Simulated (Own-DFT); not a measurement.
# What a defect does to the pressure of its cell: zincblende GaAs

Calculated, not measured: single-point runs of Own-DFT, a retired in-house plane-wave DFT program that no person has reviewed, on unrelaxed cells, without spin or spin-orbit coupling.

Settings: PBE; PseudoDojo norm-conserving scalar-relativistic files; cutoff 42 hartree; 3 x 3 x 3 k mesh centred on Gamma; Fermi-Dirac smearing of 0.1 eV.

Limits (not all hold for every row): not probed for a lower state with spin; forces not confirmed at this smearing and k mesh; stress not checked against mesh or cutoff.

All runs share one cell, with vectors in Å (10.862, 0.000, 0.000); (0.000, 10.862, 0.000); (0.000, 0.000, 11.796) and a volume of 1391.7 Å³, strained against the parent crystal. Atoms were moved at random from their sites; u is the rms move along one axis. The defect's site can differ from row to row.

```
                             cell     formula   u (Å)  P (GPa)
                        no defect    As32Ga32  0.0293     6.67
                        no defect    As32Ga32  0.0327     6.75
                        no defect    As32Ga32  0.0476     7.02
              one P on an As site   As31Ga32P  0.0271     6.37
              one P on an As site   As31Ga32P  0.0506     6.75
              one P on an As site   As31Ga32P  0.0508     6.69
one As vacancy and one Ga vacancy    As31Ga31  0.0296     5.98
one As vacancy and one Ga vacancy    As31Ga31  0.0481     6.36
one As vacancy and one Ga vacancy    As31Ga31  0.0498     6.21
              one In on a Ga site  As32Ga31In  0.0290     7.40
              one In on a Ga site  As32Ga31In  0.0294     7.47
              one In on a Ga site  As32Ga31In  0.0316     7.45
              one Al on a Ga site  AlAs32Ga31  0.0284     6.62
              one Al on a Ga site  AlAs32Ga31  0.0310     6.66
              one Al on a Ga site  AlAs32Ga31  0.0495     7.02
              one Al on a Ga site  AlAs32Ga31  0.0506        ?
```

## Working it out

P = P0 + c u² + a shift for each defect gives P0 = 6.52 GPa, c = 212 ± 21 GPa/Å² and a scatter of 0.05 GPa. The shifts, and each times the cell's volume:

- one In on a Ga site: 0.73 ± 0.04 GPa, 6.4 eV
- one Al on a Ga site: -0.05 ± 0.04 GPa, -0.4 eV (not resolved)
- one P on an As site: -0.33 ± 0.04 GPa, -2.9 eV
- one As vacancy and one Ga vacancy: -0.74 ± 0.04 GPa, -6.4 eV

Against the defect-free cell, a freed cell would be larger where the shift is positive and smaller where it is negative (160.2 GPa Å³ is 1 eV). The atoms around the defects weren't relaxed, which would change these numbers.

## Test on the hidden row

Asked: what pressure belongs in the blank (one Al on a Ga site, u = 0.0506 Å)?

The fit gives 7.01 ± 0.07 GPa. The run itself gave 7.03 GPa.
